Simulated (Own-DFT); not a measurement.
Simulation results for AlN (wurtzite, strained, atoms displaced)

A calculation, not a measurement: plane-wave PBE density functional theory by an unreviewed code, no spin, of a simulated periodic cell, stress positive in tension, free energy of the whole cell less one offset for each atom, forces on such cells passed a denser k mesh, this cell's mesh not checked; offsets are fitted by least squares, one for each functional and potential file, so energies compare only between cells with the same atoms and settings and are not formation energies; the far tail of each file's local potential was reset to the Coulomb form; each entry is a single point on an unrelaxed cell, so the pressure reflects the starting lattice, mostly measured values (interpolated for alloys), from which strain is counted, and rises with the displacements; printed positions are rounded, which can move forces by about a meV/angstrom; the program, named Own-DFT, is a retired in-house code; no spin-orbit coupling. Program: Own-DFT development build.

Settings shared by all entries: functional PBE; potential files PseudoDojo norm-conserving, scalar-relativistic, standard set; wave cutoff 42 hartree; occupations Fermi-Dirac; smearing width 0.1 eV; hardware one NVIDIA H100; k mesh 2 x 2 x 2 centred on Gamma.

(1) AlN (wurtzite, strained, atoms displaced)

```xyz
128
Lattice="12.4099 0.0815 -0.1545 -6.1343 10.9361 -0.1136 -0.1237 -0.1764 9.8967" Properties=species:S:1:pos:R:3 AlN
Al    -0.0493     1.6254     9.8578
Al     1.5058     0.8652     2.4582
N     -0.0295     1.7626     1.8148
N      1.4978     0.8430     4.3345
Al    -0.0549     1.7992     4.9422
Al     1.5336     0.8525     7.3920
N     -0.0588     1.7289     6.8305
N      1.5296     0.6796     9.2783
Al    -1.6505     4.3854     9.7739
Al    -0.0332     3.5496     2.4317
N     -1.5381     4.5347     1.7942
N     -0.0937     3.5548     4.3400
Al    -1.5661     4.4915     4.9781
Al    -0.0505     3.5196     7.3297
N     -1.6208     4.4685     6.8080
N     -0.0356     3.4560     9.3235
Al    -3.0719     7.2962    -0.0662
Al    -1.5551     6.3698     2.4689
N     -3.0676     7.2068     1.8824
N     -1.4849     6.2734     4.1525
Al    -3.1345     7.1458     4.8180
Al    -1.6061     6.2423     7.2711
N     -3.2584     7.1591     6.8015
N     -1.5754     6.1480     9.1783
Al    -4.7084     9.8621     9.7014
Al    -3.1464     9.0936     2.3485
N     -4.6271    10.0065     1.6701
N     -3.0960     9.0667     4.2320
Al    -4.6950     9.9098     4.8200
Al    -3.1893     9.0248     7.3364
N     -4.6010     9.9560     6.7208
N     -3.1996     8.9757     9.2511
Al     3.0531     1.6624     9.7691
Al     4.6495     0.8369     2.3744
N      3.1078     1.7726     1.8770
N      4.5386     0.8171     4.3136
Al     3.1074     1.7457     4.8449
Al     4.5660     0.8198     7.3438
N      3.1320     1.7084     6.8015
N      4.5400     0.8180     9.2814
Al     1.6742     4.5375    -0.0464
Al     3.1233     3.6393     2.3547
N      1.6512     4.5639     1.8028
N      3.1158     3.5271     4.3303
Al     1.5812     4.5882     4.9224
Al     2.9686     3.5769     7.3164
N      1.5260     4.4043     6.7351
N      2.9822     3.4561     9.2357
Al     0.0530     7.3100    -0.1221
Al     1.6245     6.3667     2.3502
N     -0.0208     7.3249     1.6727
N      1.4407     6.4530     4.3066
Al    -0.0757     7.1764     4.8321
Al     1.5174     6.3401     7.3550
N     -0.0395     7.2438     6.6577
N      1.5016     6.1651     9.1290
Al    -1.4860    10.0876    -0.0466
Al     0.0014     9.1309     2.2558
N     -1.4294     9.9767     1.8213
N      0.0521     9.0582     4.1968
Al    -1.5482    10.0012     4.7777
Al    -0.0738     9.0964     7.2513
N     -1.4714     9.8602     6.7098
N     -0.0224     8.9828     9.1278
Al     6.1917     1.9331    -0.0599
Al     7.7294     0.8623     2.3053
N      6.2200     1.8358     1.8283
N      7.6807     0.8780     4.2336
Al     6.1376     1.8242     4.8460
Al     7.6836     0.9373     7.2981
N      6.2265     1.7833     6.8030
N      7.7157     0.7890     9.1986
Al     4.6863     4.6086    -0.1312
Al     6.1331     3.6868     2.2751
N      4.6844     4.5298     1.7203
N      6.1963     3.6466     4.2181
Al     4.6350     4.5236     4.7924
Al     6.0795     3.5617     7.3239
N      4.5980     4.5866     6.7677
N      6.0990     3.5682     9.1374
Al     3.1884     7.2782    -0.1189
Al     4.6204     6.3205     2.3621
N      3.1008     7.3704     1.7761
N      4.6701     6.3033     4.1947
Al     3.1107     7.2223     4.7640
Al     4.5749     6.3155     7.3361
N      3.0954     7.2231     6.6434
N      4.5758     6.2639     9.1734
Al     1.4855     9.8227     9.6931
Al     3.0806     9.1472     2.1799
N      1.5742    10.1191     1.7682
N      3.0339     9.0932     4.2034
Al     1.5346    10.0424     4.7567
Al     3.0731     8.9277     7.2376
N      1.5053     9.9617     6.5864
N      3.0152     9.0520     9.1338
Al     9.3027     1.7054     9.7372
Al    10.7591     1.0140     2.1993
N      9.2378     1.9832     1.7555
N     10.8171     0.9108     4.2840
Al     9.2256     1.8002     4.8052
Al    10.7273     0.8786     7.2520
N      9.2117     1.7783     6.6514
N     10.7463     0.7930     9.1733
Al     7.7243     4.6103    -0.1522
Al     9.2014     3.6300     2.3209
N      7.7624     4.6271     1.6618
N      9.3585     3.7172     4.1504
Al     7.6812     4.6160     4.7504
Al     9.2188     3.6941     7.2345
N      7.7719     4.5090     6.5952
N      9.2333     3.5854     9.1568
Al     6.2097     7.2919    -0.1533
Al     7.6701     6.3718     2.2223
N      6.2559     7.3089     1.7092
N      7.7267     6.4119     4.1636
Al     6.2032     7.2927     4.6997
Al     7.7036     6.3070     7.2754
N      6.2101     7.2218     6.6649
N      7.6160     6.2236     9.1853
Al     4.7302    10.1285    -0.2102
Al     6.2046     9.1792     2.3132
N      4.7045     9.9268     1.5974
N      6.2088     9.0663     4.1069
Al     4.6252    10.0268     4.6981
Al     6.1960     9.0630     7.1966
N      4.6917    10.0074     6.5988
N      6.1854     8.9964     9.0307
```

| Quantity | Value |
| --- | --- |
| free energy of cell above offsets | -52.879 eV |
| pressure | 3.95 GPa |
| stress xx | -5.76 GPa |
| stress yy | 1.13 GPa |
| stress zz | -7.23 GPa |
| stress yz | -4.15 GPa |
| stress xz | -3.97 GPa |
| stress xy | 4.04 GPa |
| wall time | 415.4 s |

Force:
| element | x (eV/Å) | y (eV/Å) | z (eV/Å) |
| --- | --- | --- | --- |
| Al | -0.005 | 0.274 | -0.765 |
| Al | 0.441 | -0.18 | -0.466 |
| N | 0.035 | -0.004 | 0.753 |
| N | -0.208 | -0.205 | 0.401 |
| Al | 0.13 | -0.994 | -0.231 |
| Al | -0.477 | -0.812 | -0.418 |
| N | -0.074 | -0.215 | 0.316 |
| N | -0.743 | 1.462 | -0.33 |
| Al | 1.017 | 0.156 | 1.6 |
| Al | -0.351 | 1.413 | -0.416 |
| N | -0.219 | -0.251 | 0.535 |
| N | 1.845 | 0.745 | -0.062 |
| Al | -0.125 | 0.054 | -2.09 |
| Al | -0.015 | 0.217 | 1.242 |
| N | 0.625 | -0.551 | 0.064 |
| N | -0.045 | -0.107 | -1.217 |
| Al | 0.567 | -0.619 | 0.212 |
| Al | 0.826 | -1.13 | -4.959 |
| N | -1.383 | 1.238 | -0.956 |
| N | -1.738 | -0.408 | 5.344 |
| Al | 0.771 | 1.472 | 0.361 |
| Al | 0.064 | 1.619 | 1.139 |
| N | 2.025 | 0.503 | -0.892 |
| N | -0.901 | 1.417 | -0.134 |
| Al | -0.752 | -0.256 | 0.805 |
| Al | 0.939 | -0.791 | -0.063 |
| N | -0.592 | 0.063 | 1.794 |
| N | -0.439 | -0.746 | 0.369 |
| Al | 1.149 | 1.016 | 0.425 |
| Al | 1.926 | -0.986 | -0.212 |
| N | -1.592 | 0.258 | -0.21 |
| N | 1.757 | -0.859 | -0.342 |
| Al | -1.62 | 0.233 | 1.661 |
| Al | 0.059 | 0.996 | 0.94 |
| N | -0.268 | 0.647 | -0.9 |
| N | 2.156 | 0.645 | -0.466 |
| Al | -1.69 | -0.057 | 0.754 |
| Al | 2.187 | -1.3 | 0.533 |
| N | -1.859 | 1.441 | -0.72 |
| N | 1.366 | -1.318 | -0.413 |
| Al | -2.117 | 0.674 | -0.645 |
| Al | 0.178 | -1.505 | 0.856 |
| N | -0.942 | 0.055 | 0.899 |
| N | -0.38 | 1.689 | -0.92 |
| Al | -1.04 | -0.952 | -1.702 |
| Al | 2.554 | -1.051 | 0.415 |
| N | -1.569 | 1.871 | 0.422 |
| N | 1.596 | 0.282 | -0.52 |
| Al | -0.214 | -0.234 | -1.437 |
| Al | -2.149 | 0.731 | 0.304 |
| N | 1 | -0.571 | 1.968 |
| N | 3.18 | -2.92 | -1.51 |
| Al | 0.065 | 3.114 | -0.124 |
| Al | -0.485 | -0.42 | -2.327 |
| N | -0.366 | -0.927 | 1.67 |
| N | 0.49 | 0.563 | 2.23 |
| Al | 0.182 | -0.57 | -1.644 |
| Al | 2.628 | -2.023 | 2.274 |
| N | -3.395 | 1.493 | -1.519 |
| N | -1.476 | -0.151 | -0.412 |
| Al | 0.749 | -1.586 | 0.233 |
| Al | 3.762 | -2.201 | 0.388 |
| N | -4.813 | 2.951 | -1.05 |
| N | -1.294 | -0.526 | 0.908 |
| Al | 1.499 | -0.92 | -0.873 |
| Al | 0.28 | 2.96 | 1.303 |
| N | -1.081 | 0.406 | -0.474 |
| N | -0.048 | 0.738 | -0.106 |
| Al | 0.368 | -0.522 | -0.153 |
| Al | 1.456 | -2.676 | 0.843 |
| N | -3.167 | 0.651 | -1.461 |
| N | -0.903 | 0.251 | 0.764 |
| Al | -0.466 | -0.119 | -1.033 |
| Al | 2.662 | -1.253 | 1.304 |
| N | -1.72 | 1.258 | 0.195 |
| N | -0.759 | -0.373 | -0.381 |
| Al | 0.211 | -0.195 | 1.288 |
| Al | 1.164 | 0.85 | -1.51 |
| N | -0.584 | -1.819 | -0.76 |
| N | -0.556 | -0.806 | 1.472 |
| Al | -1.25 | 1.406 | -0.37 |
| Al | 0.922 | 1.357 | -1.249 |
| N | 0.554 | -1.936 | -0.555 |
| N | -0.688 | 0.182 | 0.181 |
| Al | -0.741 | 1.609 | -0.013 |
| Al | 1.281 | 0.83 | -1.432 |
| N | -0.418 | -1.223 | 0.702 |
| N | -0.453 | -0.848 | 0.692 |
| Al | -0.15 | 2.397 | 0.099 |
| Al | 0.626 | 0.398 | 2.183 |
| N | -0.167 | -2.653 | -2.258 |
| N | 1.718 | -0.511 | -1.147 |
| Al | -0.227 | -0.858 | -0.307 |
| Al | -0.237 | 3.189 | -0.639 |
| N | 0.608 | 0.364 | 1.852 |
| N | 1.279 | -2.166 | 0.042 |
| Al | -2.396 | 1.442 | -0.101 |
| Al | 1.002 | -1.118 | 1.915 |
| N | 0.158 | -3.546 | -0.999 |
| N | -0.29 | -0.099 | -1.717 |
| Al | 0.345 | 0.784 | -0.763 |
| Al | 0.819 | -0.417 | -0.223 |
| N | 0.422 | 1.165 | 0.901 |
| N | 1.373 | -0.029 | -0.051 |
| Al | 1.763 | 0.128 | -0.85 |
| Al | 1.94 | 3.297 | -0.18 |
| N | -1.493 | -1.187 | 1.405 |
| N | -2.002 | -0.932 | 1.135 |
| Al | 1.481 | -0.592 | -0.165 |
| Al | 0.762 | -2.046 | 0.537 |
| N | -2.36 | 0.698 | 1.043 |
| N | -1.026 | -1.001 | -0.904 |
| Al | 1.047 | 1.955 | -0.372 |
| Al | 2.662 | 0.396 | 0.838 |
| N | -2.49 | 0.62 | 0.269 |
| N | -0.354 | -0.996 | -0.971 |
| Al | -0.141 | -0.208 | 1.424 |
| Al | -0.535 | -0.51 | -0.207 |
| N | -1.362 | 0.349 | -0.513 |
| N | 0.79 | 0.429 | -0.644 |
| Al | 0.46 | -1.109 | -1.658 |
| Al | 1.151 | -0.879 | -2.26 |
| N | -1.057 | 2.346 | 1.145 |
| N | -0.622 | 0.486 | 1.097 |
| Al | -0.291 | -0.156 | 0.311 |
| Al | 0.216 | -0.034 | -0.768 |
| N | -0.876 | -0.693 | 0.254 |
| N | -1.041 | -0.371 | 1.138 |

(2) AlN (wurtzite, strained, atoms displaced)

```xyz
128
Lattice="12.4687 0.1460 -0.1576 -6.1079 10.6322 0.1244 -0.1261 0.0422 9.8052" Properties=species:S:1:pos:R:3 AlN
Al     0.0400     1.8384     0.0431
Al     1.6091     0.9380     2.3793
N      0.0355     1.8547     1.9355
N      1.5123     0.9070     4.2487
Al    -0.1098     1.8250     4.9249
Al     1.3413     0.9677     7.3737
N     -0.0338     1.9080     6.7768
N      1.3998     0.8029     9.2642
Al    -1.4743     4.5253     0.0556
Al    -0.0318     3.6310     2.4149
N     -1.5615     4.3964     1.9136
N      0.0159     3.5742     4.3683
Al    -1.6196     4.4799     4.9595
Al    -0.0612     3.6204     7.4213
N     -1.5285     4.5698     6.8294
N     -0.0662     3.6840     9.2263
Al    -3.0223     7.0813     0.1339
Al    -1.5201     6.2337     2.4903
N     -3.1356     7.1284     1.9399
N     -1.6102     6.3259     4.2814
Al    -3.2117     7.1725     4.9195
Al    -1.5834     6.2103     7.3565
N     -3.1370     7.1264     6.8294
N     -1.6584     6.3564     9.4025
Al    -4.5874     9.8397     0.1180
Al    -3.1060     8.8216     2.5304
N     -4.6904     9.7481     2.0682
N     -3.0681     8.9031     4.4335
Al    -4.6863     9.8564     4.9809
Al    -3.1016     8.9681     7.3519
N     -4.6935     9.6983     6.9492
N     -3.1489     8.9165     9.2665
Al     2.9793     1.8764     9.7523
Al     4.6797     0.9634     2.3936
N      3.1148     1.8812     1.8974
N      4.6263     0.9062     4.1699
Al     3.1112     1.8084     4.9012
Al     4.6378     0.9739     7.2870
N      3.0234     1.9045     6.7577
N      4.5967     0.9436     9.1906
Al     1.6316     4.4777     0.0252
Al     3.1171     3.6806     2.4214
N      1.5569     4.4563     1.9078
N      3.0854     3.6011     4.3728
Al     1.5304     4.5386     4.9611
Al     3.0748     3.6651     7.3280
N      1.4922     4.4898     6.7402
N      3.0413     3.5991     9.1747
Al    -0.0430     7.1469     9.8183
Al     1.6332     6.3001     2.5156
N      0.0537     7.0690     1.8898
N      1.5558     6.3582     4.3092
Al    -0.0312     7.1571     4.9693
Al     1.4684     6.3180     7.4310
N      0.0082     7.1683     6.7249
N      1.4943     6.2146     9.1789
Al    -1.4323     9.8854     0.0763
Al     0.1376     8.9408     2.4775
N     -1.4703     9.8396     1.9345
N      0.1139     8.8936     4.3841
Al    -1.5684     9.7772     5.0060
Al     0.0074     8.9007     7.4741
N     -1.5772     9.7218     6.8433
N     -0.0677     8.9752     9.2941
Al     6.1820     1.9231     9.6977
Al     7.7949     1.0642     2.3744
N      6.1907     1.8324     1.8600
N      7.7009     0.9946     4.1834
Al     6.1458     1.7962     4.7904
Al     7.7111     0.9828     7.2553
N      6.0953     1.8127     6.7246
N      7.7335     1.0205     9.1646
Al     4.6050     4.6318     9.7010
Al     6.2471     3.6448     2.3925
N      4.6005     4.5676     1.7554
N      6.1159     3.6690     4.2170
Al     4.6169     4.5546     4.8069
Al     6.2360     3.6554     7.3009
N      4.6328     4.5206     6.7560
N      6.1804     3.7336     9.2096
Al     3.2244     7.2018     0.0293
Al     4.7183     6.3864     2.3708
N      3.1619     7.1675     1.8035
N      4.6405     6.3377     4.2854
Al     3.1059     7.2412     4.7293
Al     4.6068     6.3891     7.3395
N      3.1620     7.1658     6.7732
N      4.6123     6.3445     9.2141
Al     1.5402     9.9360     9.7347
Al     3.0992     8.9909     2.4582
N      1.5955     9.9087     1.9404
N      3.2491     8.9447     4.3645
Al     1.6117     9.9117     4.9458
Al     3.1316     8.9875     7.3847
N      1.5930     9.8778     6.7088
N      3.1613     9.0234     9.2356
Al     9.2842     1.9076     9.5940
Al    10.7991     1.0543     2.2907
N      9.4192     1.9209     1.6985
N     10.8186     1.0110     4.1606
Al     9.3139     1.9683     4.7880
Al    10.8349     1.1040     7.2978
N      9.3529     1.8993     6.6020
N     10.6853     1.0319     9.1430
Al     7.8554     4.6448    -0.0765
Al     9.3530     3.7255     2.3397
N      7.7038     4.5662     1.7061
N      9.4014     3.5762     4.1906
Al     7.7741     4.4903     4.7814
Al     9.3791     3.7574     7.1783
N      7.7659     4.6576     6.6797
N      9.2879     3.7692     9.1437
Al     6.3766     7.2141    -0.0188
Al     7.7926     6.3474     2.3820
N      6.2642     7.1507     1.7989
N      7.8253     6.4042     4.2815
Al     6.2580     7.2855     4.8354
Al     7.8253     6.3257     7.2928
N      6.1851     7.2210     6.6952
N      7.7955     6.3766     9.1650
Al     4.6228     9.8847     9.7371
Al     6.3086     8.9904     2.4578
N      4.7893     9.8001     1.7832
N      6.1892     9.0210     4.3053
Al     4.7151     9.9088     4.7949
Al     6.1955     9.1406     7.2779
N      4.7526     9.8638     6.7917
N      6.1867     9.0016     9.1810
```

| Quantity | Value |
| --- | --- |
| free energy of cell above offsets | -50.746 eV |
| pressure | 10.45 GPa |
| stress xx | -6.88 GPa |
| stress yy | -11.18 GPa |
| stress zz | -13.29 GPa |
| stress yz | 2.48 GPa |
| stress xz | -3.21 GPa |
| stress xy | 3.8 GPa |
| wall time | 405.5 s |

Force:
| element | x (eV/Å) | y (eV/Å) | z (eV/Å) |
| --- | --- | --- | --- |
| Al | -0.851 | -0.727 | 0.533 |
| Al | -1.011 | -0.042 | 0.987 |
| N | -1.126 | -0.938 | -1.121 |
| N | -0.182 | 1.42 | 1.363 |
| Al | 1.198 | -0.482 | -1.537 |
| Al | 3.278 | -1.481 | -0.347 |
| N | -2.445 | -0.914 | 0.754 |
| N | 0.003 | 7.102 | -1.641 |
| Al | -1.005 | -0.921 | -0.193 |
| Al | 1.553 | -0.984 | 1.913 |
| N | -0.889 | 1.75 | -0.022 |
| N | -1.378 | 1.242 | -0.38 |
| Al | 1.651 | 0.584 | -1.314 |
| Al | 1.447 | 0.879 | -1.457 |
| N | -1.205 | -2.988 | -0.827 |
| N | -0.2 | -0.946 | 1.127 |
| Al | -1.562 | 2.24 | -1.404 |
| Al | -0.059 | 0.177 | -1.086 |
| N | 0.314 | -1.57 | 0.874 |
| N | 0.171 | -1.284 | 2.194 |
| Al | 2.19 | -0.46 | 1.45 |
| Al | -0.359 | 3.969 | 1.387 |
| N | 0.371 | -0.262 | -0.151 |
| N | 2 | -1.699 | -2.395 |
| Al | -0.083 | -7.007 | 1.325 |
| Al | 1.001 | 2.416 | 0.05 |
| N | 1.701 | 0.357 | -1.26 |
| N | -1.27 | 0.78 | -0.538 |
| Al | 0.279 | -1.695 | 0.547 |
| Al | -0.885 | -2.145 | 2.033 |
| N | -0.137 | 3.052 | -1.984 |
| N | 0.323 | 0.781 | 1.075 |
| Al | 0.777 | -0.942 | 0.596 |
| Al | -0.814 | -0.313 | -1.236 |
| N | 0.206 | -0.456 | -1.514 |
| N | -0.206 | 0.143 | 3.12 |
| Al | -1.065 | 0.217 | -0.865 |
| Al | -2.531 | -1.026 | 0.676 |
| N | -0.111 | -2.03 | 0.691 |
| N | 0.119 | 2.842 | -0.871 |
| Al | 0.463 | -0.639 | 0.12 |
| Al | 0.34 | -0.923 | 0.926 |
| N | -0.384 | 1.363 | -0.556 |
| N | -0.05 | 0.587 | -1.114 |
| Al | 0.295 | -0.428 | -1.739 |
| Al | -0.034 | 0.147 | -0.765 |
| N | -0.36 | 0.858 | 2.177 |
| N | -0.253 | 1.051 | 0.552 |
| Al | 0.124 | 0.398 | 0.769 |
| Al | -0.635 | -0.99 | -1.684 |
| N | 0.203 | 1.208 | 0.05 |
| N | -0.26 | -1.116 | 0.988 |
| Al | 0.289 | 0.079 | -2.492 |
| Al | 2.224 | -0.878 | -3.159 |
| N | -1.071 | -0.198 | 3.194 |
| N | 0.171 | 2.073 | 2.347 |
| Al | -1.56 | -3.067 | 0.438 |
| Al | -1.754 | -0.521 | 0.402 |
| N | -0.492 | -1.297 | 0.395 |
| N | -0.865 | 1.278 | -0.219 |
| Al | 1.663 | -0.108 | -1.426 |
| Al | -0.169 | 0.571 | -2.109 |
| N | 1.74 | 2.152 | 0.04 |
| N | 1.787 | -0.211 | 0.083 |
| Al | -1.145 | 0.149 | 1.17 |
| Al | 0.146 | -0.363 | -1.297 |
| N | 1.087 | 1.192 | -1.391 |
| N | 1.298 | 1.211 | 1.468 |
| Al | -0.422 | 1.021 | -0.019 |
| Al | 0.396 | 0.536 | -0.51 |
| N | 2.355 | 1.269 | -0.77 |
| N | -0.651 | 1.103 | -1.51 |
| Al | -0.455 | -1.848 | 0.526 |
| Al | -1.784 | 0.227 | -1.479 |
| N | 1.286 | -0.07 | 1.115 |
| N | 2.066 | -0.757 | 1.034 |
| Al | -0.356 | 0.304 | 1.427 |
| Al | -1.036 | 0.751 | -0.216 |
| N | 0.547 | 0.4 | -0.083 |
| N | 0.348 | -0.657 | -0.941 |
| Al | -0.456 | -0.622 | -2.069 |
| Al | -0.187 | -1.797 | 0.628 |
| N | -1.139 | 1.085 | 1.999 |
| N | 1.063 | 0.126 | -1.114 |
| Al | 0.412 | -1.726 | 3.221 |
| Al | 2.474 | -1.514 | -0.408 |
| N | -3.513 | 1.665 | -0.707 |
| N | 0.573 | 1.424 | -0.113 |
| Al | 0.062 | -2.104 | 2.005 |
| Al | 1.926 | 0.005 | -0.515 |
| N | 0.776 | -0.219 | -1.448 |
| N | -1.983 | 2.331 | -1.447 |
| Al | 0.127 | -1.835 | -1.998 |
| Al | 0.808 | -0.712 | -1.616 |
| N | -0.379 | -0.397 | 3.421 |
| N | -2.865 | -0.606 | -0.329 |
| Al | -1.928 | 2.691 | 1.964 |
| Al | 3.459 | -1.688 | -0.11 |
| N | -3.179 | 1.087 | 0.039 |
| N | 0.23 | 1.196 | 0.294 |
| Al | -0.346 | -3.892 | -0.263 |
| Al | 0.755 | -1.502 | -1.236 |
| N | -1.574 | 1.152 | 1.477 |
| N | 3.899 | 0.122 | -1.241 |
| Al | 0.031 | -1.898 | -1.075 |
| Al | -0.336 | -0.751 | -1.453 |
| N | 1.766 | -0.03 | 2.886 |
| N | -1.186 | 3.918 | 0.011 |
| Al | -0.691 | 1.37 | 0.16 |
| Al | -0.941 | -0.182 | 1.348 |
| N | 0.418 | -3.182 | -0.784 |
| N | 0.516 | -0.372 | -1.082 |
| Al | -0.849 | 0.096 | -1.605 |
| Al | 0.42 | -0.345 | 0.12 |
| N | 0.422 | 1.484 | 1.017 |
| N | -1.482 | -2.035 | -1.327 |
| Al | -1.14 | -1.469 | 1.079 |
| Al | -1.258 | 2.884 | -0.289 |
| N | 0.785 | 0.374 | 0.888 |
| N | -0.294 | 0.838 | -0.107 |
| Al | 2.068 | -0.122 | 0.965 |
| Al | -0.93 | -0.349 | -0.971 |
| N | -1.642 | 1.127 | 1.524 |
| N | 2.127 | 0.327 | -0.483 |
| Al | -0.292 | -0.212 | 2.016 |
| Al | 2.478 | -4.414 | 1.631 |
| N | -3.811 | 3.133 | -1.352 |
| N | 0.503 | 1.044 | 0.155 |
